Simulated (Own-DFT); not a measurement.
# Strain and stress in 4H SiC, 32 atoms (C16Si16)

These are calculations, not measurements. The program, named Own-DFT, is a retired in-house plane-wave density functional code that no person has reviewed. Each row is one single-point run on a periodic cell that was not relaxed, without spin or spin-orbit coupling.

Settings of every run: PBE; PseudoDojo norm-conserving scalar-relativistic files; cutoff 42 hartree; 5 x 5 x 3 k mesh centred on Gamma; Fermi-Dirac smearing of 0.1 eV.

Known limits: forces on such cells passed a denser k mesh, each cell not checked; stress not checked against mesh or cutoff.

Unstrained cell vectors in Å: (6.165, 0.000, 0.000); (-3.083, 5.339, 0.000); (0.000, 0.000, 10.068). The unstrained cell has measured lattice constants (interpolated for alloys), not those of this functional. That, the random moves and any unrelaxed bonds set the pressure at no strain. Each run strains this cell uniformly, with the atoms carried along. Every atom was also moved at random, by a Gaussian of width 0.05 Å on each axis. Strain is the symmetric tensor, in per cent. Stress is positive in tension, and the pressure is minus a third of its trace.

| run | e_xx (%) | e_yy (%) | e_zz (%) | e_yz (%) | e_xz (%) | e_xy (%) | s_xx (GPa) | s_yy (GPa) | s_zz (GPa) | s_yz (GPa) | s_xz (GPa) | s_xy (GPa) | P (GPa) | E (meV/atom) |
|---|---|---|---|---|---|---|---|---|---|---|---|---|---|---|
| 1 | -0.03 | -0.45 | -1.91 | 0.65 | 0.34 | -1.76 | -6.85 | -8.00 | -20.31 | 3.36 | 1.84 | -7.57 | 11.72 | 74.0 |
| 2 | 0.73 | 1.28 | 1.26 | -1.00 | -1.53 | 1.49 | -0.96 | 2.40 | 1.38 | -3.86 | -4.35 | 6.70 | -0.94 | 33.7 |
| 3 | -0.93 | -0.95 | 1.65 | 0.90 | 0.82 | 1.44 | -11.72 | -8.91 | 2.03 | 1.63 | 4.68 | 9.79 | 6.20 | 36.8 |
| 4 | 1.25 | 1.50 | -1.75 | -1.13 | 1.87 | -1.59 | 1.25 | 3.80 | -17.66 | -2.75 | 7.13 | -7.78 | 4.20 | 65.9 |
| 5 | 0.28 | 0.81 | 0.23 | 1.77 | -0.15 | 1.54 | -2.96 | 0.55 | -5.88 | 5.20 | -1.46 | 7.05 | 2.76 | 29.6 |
| 6 | -0.33 | 0.02 | 1.94 | -0.65 | -0.06 | -1.39 | -4.74 | -2.31 | 3.91 | -1.73 | 0.19 | -6.19 | 1.05 | 0.0 |
| 7 | -1.97 | 0.91 | 0.19 | -1.93 | -1.84 | -1.60 | -16.19 | -1.20 | -6.78 | -6.10 | -8.26 | -7.62 | 8.06 | 51.6 |
| 8 | -1.82 | -1.15 | -1.86 | 1.03 | -0.37 | -1.27 | -16.02 | -16.19 | -18.30 | 3.49 | -1.80 | -6.13 | 16.84 | 43.1 |
| 9 | 0.30 | 0.43 | -1.09 | -0.39 | 1.34 | -1.72 | -1.58 | -0.71 | -16.10 | -2.32 | 3.27 | -5.88 | 6.13 | 40.1 |
| 10 | 0.82 | -1.44 | -1.51 | -0.01 | 0.98 | -0.32 | -1.95 | -12.37 | -16.05 | 0.68 | 1.99 | -0.95 | 10.12 | 23.5 |
| 11 | 1.52 | 0.00 | -1.12 | -0.15 | 0.57 | -0.90 | 3.47 | -5.08 | -13.40 | -1.57 | 1.82 | -2.56 | 5.00 | 45.8 |
| 12 | -1.13 | 0.07 | -0.71 | -1.68 | 1.41 | 1.17 | -12.56 | -4.16 | -12.21 | -6.49 | 6.90 | 4.83 | 9.65 | 27.3 |
| 13 | 1.33 | -1.38 | 1.61 | -1.62 | -0.06 | 1.19 | 2.26 | -14.72 | 3.66 | -6.48 | -0.17 | 2.92 | 2.93 | 49.7 |
| 14 | 0.15 | -1.28 | 0.56 | 2.00 | 0.05 | -1.14 | -6.16 | -9.26 | -5.28 | 6.67 | 2.31 | -7.46 | 6.90 | 38.7 |
| 15 | -0.99 | -1.68 | 0.46 | 0.39 | -1.91 | 1.03 | -12.15 | -14.94 | -5.37 | 3.25 | -7.92 | 6.49 | 10.82 | 45.8 |
| 16 | -0.56 | -0.15 | 0.14 | -1.92 | 0.94 | 0.75 | ? | ? | ? | ? | ? | ? | ? | ? |

E is the free energy for each atom above the lowest run shown.

## Worked fit

Each stress component was fitted by least squares to a constant and the strains of the runs shown, as fractions, with shears doubled. Shear strains stay in the fit of a normal stress only where such slopes are resolved. The slopes, in GPa:

```
stress,at no strain,per e_xx,per e_yy,per e_zz,scatter
s_xx,-5.3,570 ± 27,59 ± 29,27 ± 22,1.12
s_yy,-4.7,50 ± 46,591 ± 48,49 ± 37,1.89
s_zz,-7.6,35 ± 24,2 ± 25,617 ± 19,0.97
```

Each shear stress against twice its own strain: yz 166 ± 12, xz 208 ± 20, xy 237 ± 22 GPa. These are stiffnesses along x, y and z of the frame in which the cell vectors are given, which need not be the crystal's axes. The atoms are held to the strained lattice; where symmetry lets them move under strain, relaxing them would lower some slopes. The table should be nearly symmetric about its diagonal, and what it lacks of that shows the noise. A ninth of its sum, 222 ± 7 GPa, estimates the bulk modulus near the mean pressure of these runs, 6.8 GPa, so it lies above the value at zero pressure.

## Withheld run

Question: what normal stresses and pressure should run 16 give?

The fit gives s_xx = -8.6, s_yy = -5.8, s_zz = -6.9 and P = 7.1 GPa. The calculation gave -6.50, -10.11, -4.92 and P = 7.18 GPa.
